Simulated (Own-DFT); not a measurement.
# Computed records: GaP (zincblende, strained, atoms displaced), Si₃N₄ (beta silicon nitride, strained, atoms displaced), SiC (4H silicon carbide, strained, atoms displaced)

All values are calculated (Own-DFT development build). A calculation, not a measurement: plane-wave PBE density functional theory by an unreviewed code, no spin, of a simulated periodic cell, stress positive in tension, free energy of the whole cell less one offset for each atom, forces on such cells passed a denser k mesh, this cell's mesh not checked; offsets are fitted by least squares, one for each functional and potential file, so energies compare only between cells with the same atoms and settings and are not formation energies; the far tail of each file's local potential was reset to the Coulomb form; each entry is a single point on an unrelaxed cell, so the pressure reflects the starting lattice, mostly measured values (interpolated for alloys), from which strain is counted, and rises with the displacements; printed positions are rounded, which can move forces by about a meV/angstrom; the program, named Own-DFT, is a retired in-house code; no spin-orbit coupling.

Common to all runs: functional PBE; potential files PseudoDojo norm-conserving, scalar-relativistic, standard set; wave cutoff 42 hartree; occupations Fermi-Dirac; smearing width 0.1 eV.

(1) GaP (zincblende, strained, atoms displaced)

```
CELL_PARAMETERS angstrom
10.86200 0.00000 0.00000
0.00000 10.86200 0.00000
0.00000 0.00000 10.94390
ATOMIC_POSITIONS crystal
Ga 0.00199 0.00560 0.99362
Ga 0.99803 0.24356 0.24621
Ga 0.24619 0.01034 0.25760
Ga 0.25448 0.25346 0.00212
P 0.12827 0.13503 0.13077
P 0.13221 0.37171 0.37872
P 0.36882 0.12401 0.36122
P 0.37820 0.38074 0.13432
Ga 0.99235 0.99664 0.50126
Ga 0.99752 0.24207 0.74190
Ga 0.23894 0.99756 0.75562
Ga 0.24406 0.24478 0.49458
P 0.13034 0.12431 0.62745
P 0.12069 0.37598 0.87505
P 0.37338 0.12501 0.87176
P 0.36750 0.37813 0.63068
Ga 0.01512 0.50822 0.00315
Ga 0.01559 0.74280 0.24899
Ga 0.24089 0.50497 0.26649
Ga 0.24212 0.75110 0.00080
P 0.13156 0.62461 0.12029
P 0.13481 0.87072 0.35952
P 0.37250 0.62015 0.35733
P 0.36872 0.86390 0.12816
Ga 0.00863 0.50716 0.50016
Ga 0.01699 0.75951 0.75836
Ga 0.24530 0.49971 0.75390
Ga 0.26780 0.74013 0.49667
P 0.11790 0.62937 0.63770
P 0.14011 0.87150 0.86674
P 0.37397 0.61712 0.88076
P 0.37453 0.88436 0.61434
Ga 0.48910 0.99453 0.98811
Ga 0.50388 0.25832 0.26286
Ga 0.74347 0.99325 0.24956
Ga 0.74159 0.24785 0.00756
P 0.63348 0.12096 0.12883
P 0.62807 0.37330 0.36770
P 0.86923 0.13086 0.37672
P 0.88796 0.36521 0.11090
Ga 0.51553 0.99528 0.50468
Ga 0.50713 0.25516 0.74497
Ga 0.75574 0.00768 0.75937
Ga 0.75143 0.25095 0.49877
P 0.62314 0.12632 0.63328
P 0.62343 0.38393 0.87256
P 0.87286 0.12167 0.87779
P 0.86792 0.37213 0.64020
Ga 0.49339 0.50115 0.00811
Ga 0.50064 0.75565 0.26618
Ga 0.75242 0.51002 0.23890
Ga 0.74860 0.75952 0.00004
P 0.62469 0.62080 0.11586
P 0.62994 0.87942 0.37995
P 0.87593 0.62480 0.36566
P 0.87326 0.88411 0.12576
Ga 0.49380 0.49705 0.50100
Ga 0.49689 0.75433 0.74626
Ga 0.75506 0.49859 0.75303
Ga 0.76050 0.74131 0.49932
P 0.62890 0.63648 0.63879
P 0.63978 0.86594 0.88079
P 0.86839 0.62826 0.87106
P 0.88316 0.87550 0.63625
```

```
hardware                          : one NVIDIA H100
k mesh                            : 3 x 3 x 3 centred on Gamma
free energy of cell above offsets : -29.098 eV
pressure                          : 4.37 GPa
stress xx                         : -4.54 GPa
stress yy                         : -4.8 GPa
stress zz                         : -3.78 GPa
stress yz                         : -0.07 GPa
stress xz                         : -0.5 GPa
stress xy                         : -0.8 GPa
wall time                         : 569.5 s
```

Force:
| element | x (eV/Å) | y (eV/Å) | z (eV/Å) |
| --- | --- | --- | --- |
| Ga | 0.572 | -0.404 | 0.835 |
| Ga | -0.362 | 0.945 | 0.775 |
| Ga | -0.301 | -1.456 | -2.304 |
| Ga | 0.039 | 0.472 | 0.007 |
| P | 0.161 | -1.28 | -1.255 |
| P | -2.031 | 0.243 | -0.178 |
| P | 2.138 | 0.894 | 2.616 |
| P | -0.771 | -0.455 | 0.147 |
| Ga | 0.904 | 0.087 | -0.549 |
| Ga | 0.085 | 0.32 | 1.222 |
| Ga | 2.338 | 1.505 | -1.651 |
| Ga | 1.53 | -0.172 | 0.852 |
| P | -0.908 | -0.42 | -0.791 |
| P | 0.354 | -0.76 | -0.188 |
| P | -0.084 | 0.471 | -0.358 |
| P | 0.298 | -0.72 | -0.958 |
| Ga | -1.985 | -0.774 | -1.241 |
| Ga | -1.528 | 0.795 | -0.711 |
| Ga | -0.148 | -1.173 | -2.469 |
| Ga | 1.705 | -0.453 | -0.211 |
| P | 0.017 | -0.212 | 1.194 |
| P | -0.582 | 0.058 | 2.518 |
| P | 1.589 | 0.484 | 2.564 |
| P | 0.496 | 1.482 | 0.096 |
| Ga | -0.983 | -0.775 | 0.364 |
| Ga | -2.639 | -1.002 | -0.351 |
| Ga | -0.028 | 0.069 | 0.251 |
| Ga | -1.406 | 0.491 | 0.228 |
| P | 1.656 | -0.346 | -1.69 |
| P | -1.417 | 0.391 | 2.81 |
| P | -0.337 | 1.33 | -0.719 |
| P | -0.134 | -0.633 | 1.149 |
| Ga | 1.126 | -0.583 | 1.251 |
| Ga | -0.753 | -1.454 | -1.953 |
| Ga | 1 | 0.905 | 0.16 |
| Ga | 0.541 | 0.575 | -1.105 |
| P | -2.38 | 0.126 | -0.122 |
| P | 0.995 | 1.653 | 1.658 |
| P | 0.581 | -1.207 | -0.32 |
| P | -0.724 | 1.387 | 0.948 |
| Ga | -1.301 | 1.303 | -0.229 |
| Ga | -1.083 | 0.424 | 0.784 |
| Ga | -0.79 | -1.373 | -0.823 |
| Ga | -0.542 | 0.499 | 0.801 |
| P | 1.025 | -0.299 | -0.919 |
| P | -0.177 | -0.836 | 1.021 |
| P | 0.623 | 1.537 | 0.209 |
| P | 0.985 | 0.055 | -2.367 |
| Ga | 0.334 | -0.536 | -0.657 |
| Ga | 0.447 | -0.214 | -1.916 |
| Ga | 0.313 | -1.672 | -0.391 |
| Ga | 1.611 | -1.947 | 1.628 |
| P | 0.019 | 1.677 | 1.056 |
| P | 0.473 | -1.339 | 0.246 |
| P | 0.863 | -0.173 | 0.559 |
| P | 1.251 | -1.214 | -0.035 |
| Ga | 0.732 | 0.4 | 0.064 |
| Ga | -0.42 | 0.431 | 1.065 |
| Ga | -0.877 | 0.754 | 0.224 |
| Ga | -0.296 | 0.849 | 0.828 |
| P | 0.056 | -1.543 | -1.9 |
| P | -2.987 | 2.34 | -2.217 |
| P | 1.817 | 0.603 | 1.105 |
| P | -0.7 | -0.129 | -0.658 |

(2) Si₃N₄ (beta silicon nitride, strained, atoms displaced)

```
CELL_PARAMETERS angstrom
7.52490 -0.10430 0.10910
-3.85280 6.72700 -0.16550
0.12520 -0.14700 8.84890
ATOMIC_POSITIONS crystal
Si 0.18538 0.78155 0.07532
Si 0.23358 0.41149 0.08474
Si 0.58096 0.81579 0.08172
Si 0.82676 0.23350 0.25192
Si 0.77663 0.59297 0.25125
Si 0.40850 0.16872 0.24944
N 0.33608 0.03829 0.08592
N 0.95977 0.30511 0.06901
N 0.69161 0.65556 0.07573
N 0.67463 0.98351 0.24567
N 0.01740 0.69142 0.25354
N 0.28956 0.33760 0.24943
N 0.33689 0.68172 0.07432
N 0.66674 0.34290 0.25593
Si 0.17036 0.75814 0.41067
Si 0.24259 0.40376 0.41026
Si 0.61486 0.84906 0.41640
Si 0.82275 0.22522 0.58962
Si 0.77063 0.58781 0.58403
Si 0.40831 0.16835 0.58187
N 0.31524 0.03198 0.41532
N 0.97540 0.29785 0.41487
N 0.70521 0.65755 0.41506
N 0.66653 0.96459 0.60326
N 0.02619 0.69167 0.58846
N 0.30084 0.31612 0.58404
N 0.35044 0.67531 0.40937
N 0.66337 0.33874 0.57504
Si 0.16887 0.78001 0.75247
Si 0.22779 0.40916 0.75343
Si 0.60075 0.82600 0.75425
Si 0.83435 0.24668 0.91828
Si 0.77599 0.59216 0.91190
Si 0.40537 0.17892 0.91494
N 0.35042 0.04549 0.75702
N 0.97151 0.31640 0.75554
N 0.70805 0.66929 0.75505
N 0.68212 0.97553 0.92286
N 0.03301 0.70573 0.91409
N 0.29535 0.32532 0.91312
N 0.33087 0.66681 0.75273
N 0.67367 0.33970 0.91813
```

```
k mesh                            : 3 x 3 x 3 centred on Gamma
free energy of cell above offsets : -2.275 eV
pressure                          : 4.49 GPa
stress xx                         : -9.92 GPa
stress yy                         : -1.92 GPa
stress zz                         : -1.62 GPa
stress yz                         : -6.42 GPa
stress xz                         : 2.95 GPa
stress xy                         : -7.33 GPa
```

Force:
| element | x (eV/Å) | y (eV/Å) | z (eV/Å) |
| --- | --- | --- | --- |
| Si | -2.197 | -0.931 | 1.362 |
| Si | -0.778 | 0.003 | -1.204 |
| Si | 5.564 | 3.62 | -0.641 |
| Si | -0.389 | 2.117 | -1.434 |
| Si | -5.491 | -1.18 | -2.126 |
| Si | -1.49 | 2.185 | 1.549 |
| N | -0.496 | -0.704 | -1.934 |
| N | 3.914 | 2.07 | 6.777 |
| N | -0.839 | 1.076 | 2.391 |
| N | 0.221 | -2.433 | 1.165 |
| N | 6.446 | 3.113 | -2.225 |
| N | 3.482 | -2.338 | -4.245 |
| N | -1.986 | -4.269 | 0.627 |
| N | 1.217 | -2.632 | -0.31 |
| Si | 0.602 | 0.946 | 1.537 |
| Si | -1.264 | 1.957 | 5.305 |
| Si | 0.846 | -2.939 | 0.32 |
| Si | -0.225 | 1.844 | -0.309 |
| Si | -2.4 | 0.866 | -0.492 |
| Si | -1.112 | 0.628 | 0.754 |
| N | 0.835 | -1.922 | -0.829 |
| N | -1.139 | -0.483 | 1.297 |
| N | -2.706 | 2.766 | 1.803 |
| N | 0.522 | 2.43 | -4.279 |
| N | 2.212 | 1.604 | -1.217 |
| N | -2.758 | 1.92 | -0.172 |
| N | -1.202 | -0.639 | 0.169 |
| N | 2.921 | -2.633 | 0.629 |
| Si | 3.107 | -0.123 | -1.378 |
| Si | 2.269 | 0.317 | -1.249 |
| Si | -0.191 | -1.609 | 2.913 |
| Si | -2.494 | -3.61 | -2.677 |
| Si | -2.405 | -0.246 | 0.661 |
| Si | 0.892 | 1.859 | 2.203 |
| N | -0.805 | -3.397 | -3.098 |
| N | -0.617 | -0.934 | -1.759 |
| N | -0.639 | 0.246 | -1.134 |
| N | -0.36 | -0.35 | -0.502 |
| N | 1.034 | 0.959 | 1.316 |
| N | -0.94 | 0.804 | 0.906 |
| N | -0.015 | 0.685 | -0.206 |
| N | -1.143 | -0.642 | -0.262 |

(3) SiC (4H silicon carbide, strained, atoms displaced)

```
CELL_PARAMETERS angstrom
9.09050 0.07420 -0.03690
-4.48090 7.93250 0.09260
-0.04020 0.09320 10.06120
ATOMIC_POSITIONS crystal
Si 0.00147 0.00763 0.40099
Si 0.12470 0.23380 0.16379
C 0.00094 0.00633 0.09174
C 0.11807 0.22230 0.34737
Si 0.99153 0.33152 0.39673
Si 0.11314 0.55777 0.16739
C 0.99573 0.32300 0.09648
C 0.11589 0.55637 0.34614
Si 0.00364 0.66216 0.40144
Si 0.11535 0.89071 0.15767
C 0.99469 0.66237 0.08267
C 0.11408 0.89282 0.34076
Si 0.33891 0.00074 0.40427
Si 0.44546 0.21767 0.16816
C 0.33676 0.99168 0.09565
C 0.45461 0.22973 0.34260
Si 0.34075 0.33655 0.40454
Si 0.43733 0.55362 0.15186
C 0.33245 0.33504 0.08621
C 0.43339 0.55007 0.35224
Si 0.33249 0.67147 0.40248
Si 0.44181 0.89848 0.15550
C 0.33982 0.66918 0.09605
C 0.44438 0.89104 0.34946
Si 0.66240 0.00910 0.39947
Si 0.78766 0.22948 0.15796
C 0.67307 0.99352 0.10041
C 0.77543 0.22920 0.34782
Si 0.66268 0.32286 0.41044
Si 0.77327 0.55497 0.15681
C 0.68398 0.34122 0.08492
C 0.78307 0.56542 0.34563
Si 0.66327 0.66266 0.39992
Si 0.76942 0.89019 0.15212
C 0.66175 0.66785 0.09557
C 0.78880 0.90000 0.35088
Si 0.98216 0.98622 0.90884
Si 0.88223 0.76777 0.65592
C 0.99032 0.00004 0.58894
C 0.89008 0.78731 0.83566
Si 0.00311 0.67172 0.90206
Si 0.89023 0.45097 0.66202
C 0.99817 0.66996 0.59719
C 0.89429 0.45099 0.84861
Si 0.00178 0.32717 0.90217
Si 0.88556 0.11095 0.65659
C 0.99105 0.33237 0.59248
C 0.88996 0.11566 0.84637
Si 0.66442 0.99375 0.90736
Si 0.55322 0.77086 0.65987
C 0.67620 0.00087 0.60318
C 0.55246 0.77834 0.84468
Si 0.66336 0.66066 0.91128
Si 0.55446 0.43660 0.65595
C 0.65404 0.66415 0.58706
C 0.55749 0.44322 0.84680
Si 0.67153 0.33638 0.90683
Si 0.55704 0.11550 0.65319
C 0.66956 0.33890 0.59519
C 0.54551 0.09475 0.84864
Si 0.32740 0.00391 0.90227
Si 0.21334 0.77599 0.65904
C 0.33028 0.01268 0.59153
C 0.21552 0.78225 0.84805
Si 0.33698 0.66366 0.90374
Si 0.21742 0.44711 0.65063
C 0.32716 0.65123 0.59913
C 0.21648 0.45054 0.85296
Si 0.33987 0.33422 0.91404
Si 0.22511 0.10797 0.66238
C 0.33321 0.32681 0.58497
C 0.23401 0.12172 0.83923
```

```
hardware                          : one NVIDIA H100
k mesh                            : 4 x 4 x 3 centred on Gamma
free energy of cell above offsets : -3.089 eV
pressure                          : 11.54 GPa
stress xx                         : -17.45 GPa
stress yy                         : -9.93 GPa
stress zz                         : -7.22 GPa
stress yz                         : 2.48 GPa
stress xz                         : -1.23 GPa
stress xy                         : 4.04 GPa
wall time                         : 352.4 s
```

Force:
| element | x (eV/Å) | y (eV/Å) | z (eV/Å) |
| --- | --- | --- | --- |
| Si | 1.405 | -1.281 | 2.002 |
| Si | -1.391 | -2.324 | -1.63 |
| C | 0.655 | -0.727 | 0.794 |
| C | -0.819 | 1.584 | -0.897 |
| Si | 2.411 | 0.222 | 2.827 |
| Si | -0.308 | -0.396 | -4.197 |
| C | 1.39 | 2.518 | 0.114 |
| C | -0.763 | -0.42 | 0.11 |
| Si | -1.715 | 2.012 | 1.515 |
| Si | -1.247 | -0.932 | -1.314 |
| C | 0.374 | 1.059 | 3.063 |
| C | 0.66 | -0.479 | 0.771 |
| Si | -2.62 | 0.6 | 1.194 |
| Si | 0.676 | 0.815 | -4.338 |
| C | -4.304 | 3.503 | -1.488 |
| C | -0.701 | -1.331 | 1.157 |
| Si | -0.994 | -1.087 | 1.146 |
| Si | 1.565 | -0.167 | 1.715 |
| C | 1.534 | -0.281 | 3.808 |
| C | 1.422 | 1.626 | -2.944 |
| Si | 1.027 | -0.902 | 2.408 |
| Si | 5.106 | -3.267 | 1.163 |
| C | -2.412 | 0.856 | -0.334 |
| C | 0.255 | -0.063 | -1.546 |
| Si | 3.064 | -1.619 | 2.625 |
| Si | -0.986 | -1.748 | -0.425 |
| C | -5.871 | 3.53 | -2.028 |
| C | 0.869 | -1.052 | -2.05 |
| Si | -0.757 | 3.999 | 0.549 |
| Si | 1.223 | 0.549 | -0.349 |
| C | -2.328 | -1.198 | 2.763 |
| C | 0.634 | -2.508 | -0.733 |
| Si | -0.833 | 1.954 | 1.373 |
| Si | 5.547 | -1.696 | 3.196 |
| C | 0.316 | -0.439 | 0.019 |
| C | -2.945 | -1.844 | -2.404 |
| Si | 1.865 | 3.611 | -0.104 |
| Si | -2.298 | 2.483 | -1.736 |
| C | 2.17 | -0.417 | 0.956 |
| C | -0.318 | -2.937 | 1.521 |
| Si | -1.033 | -0.655 | 0.521 |
| Si | 0.426 | -0.831 | -0.453 |
| C | 0.733 | -0.988 | -1.683 |
| C | -0.271 | -0.9 | -1.088 |
| Si | -1.375 | 1.236 | 2.046 |
| Si | 1.542 | 0.734 | 0.474 |
| C | 0.587 | 0.539 | -0.587 |
| C | -0.416 | -1.527 | -0.765 |
| Si | 0.059 | 0.86 | 0.503 |
| Si | -0.875 | 1.02 | -0.644 |
| C | -3.846 | -1.001 | -2.384 |
| C | 1.334 | -0.904 | 0.167 |
| Si | 0.116 | 0.959 | -1.205 |
| Si | -2.316 | 1.529 | -0.09 |
| C | 2.479 | -1.173 | 0.948 |
| C | -0.322 | 0.373 | -0.569 |
| Si | 0.433 | -1.599 | -0.893 |
| Si | 0.452 | -1.337 | 1.526 |
| C | 0.898 | -0.881 | -0.196 |
| C | 0.182 | 2.921 | -0.917 |
| Si | 1.517 | -1.074 | 1.274 |
| Si | 1.646 | 0.937 | -0.015 |
| C | 3.352 | -2.882 | -0.871 |
| C | 2.024 | 0.137 | -1.034 |
| Si | -2.277 | 1.351 | 1.286 |
| Si | 0.848 | -4.012 | 1.594 |
| C | -1.152 | 5.209 | -1.825 |
| C | 2.559 | -1.321 | -2.094 |
| Si | -1.368 | -0.035 | -3.592 |
| Si | -3.607 | 1.43 | -1.978 |
| C | -0.54 | 0.518 | 2.367 |
| C | -2.344 | -0.438 | 1.911 |

(4) GaP (zincblende, strained, atoms displaced)

```
CELL_PARAMETERS angstrom
10.86200 0.00000 0.00000
0.00000 10.86200 0.00000
0.00000 0.00000 10.93610
ATOMIC_POSITIONS crystal
Ga 0.00001 0.00176 0.99307
Ga 0.99869 0.24333 0.24993
Ga 0.24761 0.99518 0.24720
Ga 0.25418 0.25221 0.99812
P 0.12320 0.11444 0.12893
P 0.12800 0.37735 0.37341
P 0.37871 0.12187 0.36891
P 0.37522 0.37894 0.12512
Ga 0.00064 0.00302 0.49802
Ga 0.99913 0.25369 0.75621
Ga 0.25352 0.99915 0.75437
Ga 0.24989 0.24437 0.50197
P 0.12765 0.11734 0.62892
P 0.11895 0.36936 0.87599
P 0.37591 0.11844 0.87088
P 0.36988 0.37496 0.62594
Ga 0.00121 0.51176 0.00073
Ga 0.99724 0.75061 0.25274
Ga 0.25259 0.49290 0.24539
Ga 0.25116 0.74434 0.00064
P 0.11289 0.62355 0.13369
P 0.12670 0.87767 0.37732
P 0.37379 0.63136 0.37586
P 0.37275 0.86920 0.12981
Ga 0.00412 0.50116 0.50285
Ga 0.99136 0.75285 0.74666
Ga 0.24890 0.49205 0.75322
Ga 0.24797 0.74833 0.49584
P 0.13045 0.62148 0.62171
P 0.13144 0.87992 0.87555
P 0.37645 0.62946 0.87945
P 0.37421 0.87711 0.62269
Ga 0.50436 0.99806 0.00431
Ga 0.50105 0.25358 0.24821
Ga 0.75892 0.00340 0.24493
Ga 0.74160 0.25701 0.99756
P 0.63873 0.12653 0.12684
P 0.62079 0.36939 0.37775
P 0.88208 0.12305 0.37471
P 0.87574 0.37280 0.12106
Ga 0.49600 0.99456 0.50385
Ga 0.50272 0.24868 0.75000
Ga 0.75400 0.99976 0.74671
Ga 0.75385 0.25827 0.50445
P 0.62362 0.11612 0.61660
P 0.62286 0.37958 0.87378
P 0.87349 0.12945 0.88158
P 0.88057 0.37559 0.62992
Ga 0.50265 0.48985 0.99893
Ga 0.49764 0.75128 0.25012
Ga 0.74312 0.49478 0.24135
Ga 0.74888 0.74833 0.99924
P 0.61270 0.62888 0.12641
P 0.62478 0.87757 0.37310
P 0.86321 0.61378 0.36762
P 0.87129 0.87426 0.12526
Ga 0.49475 0.50101 0.50813
Ga 0.49655 0.75280 0.75668
Ga 0.75182 0.49388 0.75416
Ga 0.75072 0.75075 0.49774
P 0.62894 0.62303 0.62483
P 0.61945 0.86744 0.87487
P 0.87726 0.62651 0.86458
P 0.87202 0.87526 0.62327
```

```
k mesh                            : 3 x 3 x 3 centred on Gamma
free energy of cell above offsets : -33.538 eV
pressure                          : 3.45 GPa
stress xx                         : -3.61 GPa
stress yy                         : -3.55 GPa
stress zz                         : -3.18 GPa
stress yz                         : -0.19 GPa
stress xz                         : -0.1 GPa
stress xy                         : -0.1 GPa
```

Force:
| element | x (eV/Å) | y (eV/Å) | z (eV/Å) |
| --- | --- | --- | --- |
| Ga | -0.045 | -0.432 | 0.734 |
| Ga | 0.62 | 0.762 | -0.223 |
| Ga | 0.518 | 0.122 | 0.473 |
| Ga | -0.465 | -0.898 | 0.252 |
| P | 0.189 | 1.198 | -0.892 |
| P | -0.347 | -0.876 | 0.211 |
| P | -0.446 | 0.029 | 0.389 |
| P | 0.325 | -0.987 | -0.534 |
| Ga | 0.244 | -0.514 | 0.553 |
| Ga | -0.088 | -1.348 | -0.75 |
| Ga | -0.126 | -0.319 | -0.857 |
| Ga | -0.017 | -0.031 | -0.532 |
| P | -0.479 | 0.876 | 0.106 |
| P | 0.822 | 1.172 | 0.898 |
| P | 0.754 | 1.005 | 1.083 |
| P | 0.523 | -0.62 | 0.187 |
| Ga | -0.579 | -1.069 | -0.496 |
| Ga | -0.647 | 0.199 | 0.67 |
| Ga | -0.511 | 1.354 | 0.856 |
| Ga | -0.817 | 0.337 | 0.678 |
| P | 1.836 | 0.236 | -0.531 |
| P | -0.564 | -0.48 | -0.159 |
| P | 0.18 | -1.193 | -0.35 |
| P | 0.065 | 0.572 | -0.778 |
| Ga | -0.488 | 0.055 | -0.81 |
| Ga | 1.722 | 0.237 | -0.324 |
| Ga | -0.06 | 0.774 | 0.334 |
| Ga | 0.064 | 0.384 | 0.499 |
| P | -0.496 | 0.583 | 0.851 |
| P | -0.88 | -1.157 | -0.035 |
| P | -0.25 | -1.552 | -0.436 |
| P | -0.473 | -0.913 | 0.633 |
| Ga | -0.161 | -0.017 | 0.158 |
| Ga | 0.122 | -0.812 | -0.037 |
| Ga | -0.387 | -0.386 | 1.075 |
| Ga | 0.853 | -0.23 | 0.171 |
| P | -1.704 | 0.24 | -0.317 |
| P | 0.18 | 0.979 | 0.104 |
| P | -1.084 | 0.562 | 0.438 |
| P | 0.001 | 0.277 | -0.086 |
| Ga | 0.202 | 0.271 | -1.238 |
| Ga | -0.198 | -0.375 | -0.601 |
| Ga | -0.672 | 0.144 | 0.709 |
| Ga | -0.143 | -1.061 | -0.387 |
| P | 0.647 | 1.256 | 0.935 |
| P | 0.074 | -0.872 | -0.404 |
| P | -0.458 | -0.13 | -0.896 |
| P | -0.181 | 0.053 | -0.257 |
| Ga | -0.6 | 1.687 | 0.309 |
| Ga | 0.122 | 0.269 | 0.742 |
| Ga | -0.468 | -0.202 | 0.089 |
| Ga | -0.161 | -0.319 | 0.023 |
| P | 1.158 | -0.921 | -0.697 |
| P | 0.257 | 0.072 | -0.133 |
| P | 1.128 | 0.881 | 0.928 |
| P | 0.808 | -0.24 | -0.723 |
| Ga | 0.302 | 0.173 | -0.719 |
| Ga | -0.029 | -0.595 | -1.406 |
| Ga | -0.02 | 0.753 | -0.796 |
| Ga | -0.271 | -0.396 | -0.423 |
| P | -0.423 | 0.211 | 0.619 |
| P | 1.162 | 1.279 | 0.28 |
| P | -0.562 | -0.243 | 1.396 |
| P | 0.418 | 0.186 | -0.551 |

(5) Si₃N₄ (beta silicon nitride, strained, atoms displaced)

```
CELL_PARAMETERS angstrom
7.62710 0.05200 -0.05260
-3.76860 6.47460 -0.05230
-0.06030 -0.10410 8.66550
ATOMIC_POSITIONS crystal
Si 0.17280 0.77498 0.07757
Si 0.22545 0.41104 0.07931
Si 0.59122 0.82117 0.08824
Si 0.82034 0.23743 0.24421
Si 0.76138 0.59044 0.26211
Si 0.40749 0.16434 0.24125
N 0.32748 0.03271 0.09641
N 0.96498 0.30222 0.08573
N 0.71168 0.67304 0.08445
N 0.67027 0.96438 0.24318
N 0.03191 0.70173 0.24942
N 0.30985 0.33384 0.25172
N 0.34361 0.66977 0.09199
N 0.66265 0.33912 0.26178
Si 0.17554 0.76936 0.41534
Si 0.23477 0.40760 0.42003
Si 0.60628 0.82709 0.42584
Si 0.81342 0.21491 0.58723
Si 0.76460 0.60382 0.58539
Si 0.41028 0.17606 0.59140
N 0.33681 0.02713 0.41932
N 0.96248 0.30216 0.41780
N 0.69432 0.66054 0.40837
N 0.67865 0.98380 0.59188
N 0.03754 0.70236 0.57772
N 0.30956 0.33938 0.58251
N 0.31938 0.66164 0.42296
N 0.66678 0.32960 0.58415
Si 0.18304 0.77621 0.75864
Si 0.24017 0.40204 0.75264
Si 0.60107 0.82110 0.74959
Si 0.82272 0.23068 0.91708
Si 0.76770 0.59885 0.91195
Si 0.40231 0.17308 0.92357
N 0.32914 0.02333 0.75021
N 0.96960 0.29448 0.74869
N 0.68285 0.66647 0.74946
N 0.66120 0.95922 0.92003
N 0.02249 0.69594 0.91816
N 0.31748 0.34552 0.91253
N 0.34268 0.66896 0.74693
N 0.69038 0.34758 0.90649
```

```
k mesh                            : 3 x 3 x 3 centred on Gamma
free energy of cell above offsets : -0.725 eV
pressure                          : 13.95 GPa
stress xx                         : -7.08 GPa
stress yy                         : -20.99 GPa
stress zz                         : -13.77 GPa
stress yz                         : -6.67 GPa
stress xz                         : -1.45 GPa
stress xy                         : 5.15 GPa
```

Force:
| element | x (eV/Å) | y (eV/Å) | z (eV/Å) |
| --- | --- | --- | --- |
| Si | 0.695 | -2.606 | 3.232 |
| Si | 1.641 | -1.053 | 2.309 |
| Si | 2.181 | -0.92 | -2.388 |
| Si | 0.86 | -0.675 | 2.761 |
| Si | 3.955 | 0.819 | -7.057 |
| Si | -0.817 | 5.628 | 10.25 |
| N | -0.039 | -3.29 | -9.181 |
| N | 1.201 | 0.39 | -1.126 |
| N | -1.059 | 0.022 | 0.067 |
| N | -0.176 | 2.319 | 4.128 |
| N | -1.005 | -0.296 | -0.902 |
| N | -1.163 | -0.046 | -1.151 |
| N | -3.925 | -0.137 | -0.978 |
| N | 0.998 | -2.786 | -1.396 |
| Si | -0.686 | 0.192 | 0.043 |
| Si | -1.755 | -1.298 | -1.544 |
| Si | -3.998 | 0.31 | -2.724 |
| Si | 1.93 | 10.11 | -1.731 |
| Si | 3.829 | -2.357 | -0.916 |
| Si | 0.088 | -0.085 | -2.63 |
| N | -0.045 | 1.373 | -0.565 |
| N | 0.98 | -0.6 | 0.126 |
| N | -2.759 | 2.465 | 6.343 |
| N | -0.24 | -9.99 | -0.514 |
| N | -2.881 | -0.287 | 2.732 |
| N | 0.983 | -1.202 | 1.149 |
| N | 4.473 | 1.523 | -0.072 |
| N | -0.945 | 1.566 | 0.598 |
| Si | -0.198 | -4.538 | -2.689 |
| Si | -3.391 | 1.32 | -2.575 |
| Si | -5.474 | 3.327 | 1.023 |
| Si | 2.336 | -1.293 | -1.116 |
| Si | -0.25 | 0.171 | 1.889 |
| Si | 2.364 | 1.152 | -1.038 |
| N | -0.079 | 3.58 | 1.973 |
| N | 1.423 | 0.254 | 1.594 |
| N | 5.021 | -2.482 | -0.53 |
| N | 0.129 | 2.011 | -0.021 |
| N | 1.687 | 1.739 | -1.658 |
| N | 0.241 | -1.426 | 2.801 |
| N | -1.414 | -0.251 | 0.693 |
| N | -4.718 | -2.657 | 0.79 |
